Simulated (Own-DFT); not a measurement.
Simulation results for GaN (wurtzite, strained, atoms displaced)

A calculation, not a measurement: plane-wave PBE density functional theory by an unreviewed code, no spin, of a simulated periodic cell, stress positive in tension, free energy of the whole cell less one offset for each atom, forces on such cells passed a denser k mesh, this cell's mesh not checked; offsets are fitted by least squares, one for each functional and potential file, so energies compare only between cells with the same atoms and settings and are not formation energies; the far tail of each file's local potential was reset to the Coulomb form; each entry is a single point on an unrelaxed cell, so the pressure reflects the starting lattice, mostly measured values (interpolated for alloys), from which strain is counted, and rises with the displacements; printed positions are rounded, which can move forces by about a meV/angstrom; the program, named Own-DFT, is a retired in-house code; no spin-orbit coupling. Program: Own-DFT development build.

GaN (wurtzite, strained, atoms displaced)

```
CELL_PARAMETERS angstrom
12.75600 0.00000 0.00000
-4.78350 8.28530 0.00000
0.00000 0.00000 10.31820
ATOMIC_POSITIONS crystal
Ga 0.08157 0.21818 0.99968
Ga 0.16249 0.10736 0.25470
N 0.08114 0.21815 0.18697
N 0.16529 0.12047 0.43894
Ga 0.08022 0.21495 0.51052
Ga 0.17124 0.11217 0.74978
N 0.07765 0.22437 0.67426
N 0.16777 0.10221 0.94140
Ga 0.09005 0.55228 0.99789
Ga 0.16990 0.44713 0.24772
N 0.07493 0.54626 0.17939
N 0.16292 0.43942 0.44070
Ga 0.08593 0.55860 0.50479
Ga 0.16541 0.44697 0.74567
N 0.07946 0.55164 0.69400
N 0.17191 0.45554 0.93130
Ga 0.07890 0.88815 0.99914
Ga 0.17020 0.78297 0.25111
N 0.08255 0.89244 0.18487
N 0.17001 0.77816 0.44163
Ga 0.08501 0.89247 0.49714
Ga 0.17027 0.78760 0.75306
N 0.07783 0.89267 0.69112
N 0.16761 0.77523 0.93685
Ga 0.33140 0.22130 0.00578
Ga 0.41483 0.11216 0.25503
N 0.32939 0.21676 0.18734
N 0.41714 0.11144 0.43419
Ga 0.33204 0.21143 0.49718
Ga 0.42111 0.11648 0.75075
N 0.33057 0.22617 0.67465
N 0.41880 0.10189 0.94223
Ga 0.33442 0.54469 0.00029
Ga 0.41505 0.44173 0.25423
N 0.31918 0.53992 0.19195
N 0.42237 0.45664 0.44306
Ga 0.32896 0.55159 0.49931
Ga 0.42129 0.44534 0.75258
N 0.33074 0.54976 0.68582
N 0.41901 0.44058 0.93483
Ga 0.33473 0.88984 0.99997
Ga 0.41654 0.78275 0.24496
N 0.32900 0.88792 0.19253
N 0.41842 0.78217 0.44062
Ga 0.33167 0.89028 0.50977
Ga 0.41720 0.77832 0.75303
N 0.33079 0.88570 0.68891
N 0.41563 0.78274 0.93627
Ga 0.58671 0.22072 0.00749
Ga 0.66584 0.10800 0.24890
N 0.58503 0.22108 0.18369
N 0.66154 0.10148 0.44101
Ga 0.58300 0.23183 0.50340
Ga 0.66630 0.11383 0.74539
N 0.58678 0.21290 0.68880
N 0.66434 0.11284 0.93510
Ga 0.58741 0.55917 0.99677
Ga 0.66132 0.44414 0.25175
N 0.58480 0.55777 0.18183
N 0.66475 0.44817 0.43850
Ga 0.58744 0.55619 0.50477
Ga 0.67030 0.44896 0.75041
N 0.58200 0.54803 0.69407
N 0.67220 0.44933 0.94261
Ga 0.58479 0.88812 0.99302
Ga 0.66967 0.78385 0.25246
N 0.58544 0.89205 0.19248
N 0.66971 0.77793 0.43858
Ga 0.58827 0.88780 0.50108
Ga 0.66167 0.77563 0.74895
N 0.58147 0.88621 0.68478
N 0.66427 0.77983 0.93922
Ga 0.83300 0.22680 0.00197
Ga 0.91728 0.10867 0.25238
N 0.83839 0.23046 0.19067
N 0.91915 0.11598 0.44453
Ga 0.83787 0.22121 0.49902
Ga 0.91300 0.11762 0.75089
N 0.83051 0.22069 0.68201
N 0.91140 0.10919 0.93528
Ga 0.83576 0.55723 0.99758
Ga 0.91276 0.43842 0.24364
N 0.83428 0.55305 0.18991
N 0.91617 0.44838 0.43166
Ga 0.83829 0.55718 0.49878
Ga 0.91612 0.43979 0.74332
N 0.82984 0.55466 0.69701
N 0.91982 0.44444 0.94175
Ga 0.83138 0.88223 0.99277
Ga 0.91392 0.77977 0.25887
N 0.82672 0.88052 0.19007
N 0.91512 0.78393 0.43399
Ga 0.83599 0.88634 0.50169
Ga 0.92438 0.78550 0.75564
N 0.83476 0.88414 0.68417
N 0.91579 0.78558 0.94478
```

* functional: PBE
* potential files: PseudoDojo norm-conserving, scalar-relativistic, standard set with the stringent files for Ga
* wave cutoff: 96 hartree
* occupations: Gaussian
* smearing width: 0.01 eV
* k mesh: 3 x 4 x 3 centred on Gamma
* free energy of cell above offsets: -5.086 eV
* pressure: 7.94 GPa
* stress xx: -8.18 GPa
* stress yy: -4.71 GPa
* stress zz: -10.92 GPa
* stress yz: 0.2 GPa
* stress xz: 1.11 GPa
* stress xy: 0.08 GPa

Force:
```
element  x (eV/Å)  y (eV/Å)  z (eV/Å)
     Ga    -0.164     0.391    -0.391
     Ga    -0.081     0.432     -0.94
      N     0.078     0.226     0.038
      N     1.284    -1.431    -0.005
     Ga    -0.299     1.219    -5.052
     Ga    -1.171     0.632    -0.008
      N     0.594    -0.118     6.889
      N    -0.757     1.631    -1.089
     Ga    -1.761     0.728    -0.087
     Ga    -3.652    -1.813     1.457
      N     1.357     1.351     1.597
      N    -0.137     0.258    -0.393
     Ga    -0.231    -0.828    -0.696
     Ga     0.681    -0.532    -0.122
      N     0.046     1.491     -0.87
      N     1.319    -2.259     0.351
     Ga     1.366    -0.804       0.6
     Ga    -1.405    -1.612    -0.389
      N      0.09    -0.711     1.198
      N    -0.996     0.426    -0.138
     Ga    -0.235    -0.163     0.255
     Ga    -0.615    -1.206    -0.168
      N     2.215     0.286    -1.049
      N    -0.645     0.548     0.581
     Ga     1.098    -0.545    -0.961
     Ga     0.667    -0.168    -1.756
      N     0.094     0.565     1.213
      N     0.218    -0.127     1.493
     Ga    -0.865     1.939    -1.169
     Ga    -0.396    -0.486     0.294
      N     1.195    -0.473     2.734
      N    -0.935     2.133    -0.712
     Ga    -0.815     1.169    -0.049
     Ga     0.201     0.466    -0.131
      N     3.792     2.706    -1.646
      N     0.326    -1.638    -0.597
     Ga     0.155     0.868    -0.236
     Ga    -1.523    -0.475    -1.293
      N     0.401      0.75     0.869
      N    -0.018    -0.172     0.917
     Ga    -0.738    -0.768     0.561
     Ga     0.282    -0.833     1.292
      N      0.97     0.633    -0.921
      N      -0.3     -0.43    -0.324
     Ga     1.375    -0.231    -1.928
     Ga    -0.147    -0.744    -1.058
      N     0.242     0.972     1.005
      N     1.143    -1.284         1
     Ga    -0.681     0.501    -2.041
     Ga     0.241     0.913     0.857
      N    -0.703    -0.024     2.453
      N     0.155      2.08    -0.409
     Ga     1.194    -1.405    -0.718
     Ga     1.554    -1.352     0.822
      N    -2.681     2.099    -0.457
      N     1.025    -0.191     0.125
     Ga     0.019    -0.528      0.28
     Ga     1.091     0.228     -0.92
      N    -0.925    -0.079     1.065
      N     1.068    -0.185     0.261
     Ga    -1.143     0.626    -0.235
     Ga    -0.136    -1.264     1.036
      N     0.109     0.891    -0.552
      N    -0.635    -0.783    -0.766
     Ga     -1.05     0.784     1.168
     Ga    -0.787    -1.236    -0.114
      N    -0.366    -0.862    -1.433
      N     0.229    -0.233     0.474
     Ga    -1.084     -0.61    -0.665
     Ga     1.083     0.299    -0.242
      N     0.092     0.155     1.101
      N     0.733    -0.487    -0.849
     Ga     0.029     -0.47    -0.139
     Ga     -0.41     0.071    -0.074
      N    -0.295    -2.996    -0.486
      N     0.372    -1.348    -1.261
     Ga    -1.695     0.448    -0.971
     Ga     0.976     -1.08    -0.797
      N    -0.112     0.166     0.787
      N     0.593     0.169     0.577
     Ga     0.563     0.032     0.923
     Ga      0.16     1.929     0.739
      N    -1.169     0.618    -0.036
      N     0.764    -0.322     1.141
     Ga    -0.824     0.097     0.355
     Ga    -0.834     0.276     1.504
      N     1.536     0.909    -1.456
      N    -0.229     0.264    -1.179
     Ga    -1.635     1.481     1.612
     Ga     0.633    -0.792    -3.076
      N     0.931     1.443    -0.824
      N     1.624    -0.755     2.119
     Ga    -1.225     0.915    -0.125
     Ga    -2.002    -1.296    -0.051
      N    -0.848     0.404     1.571
      N     1.393    -1.465    -1.258
```
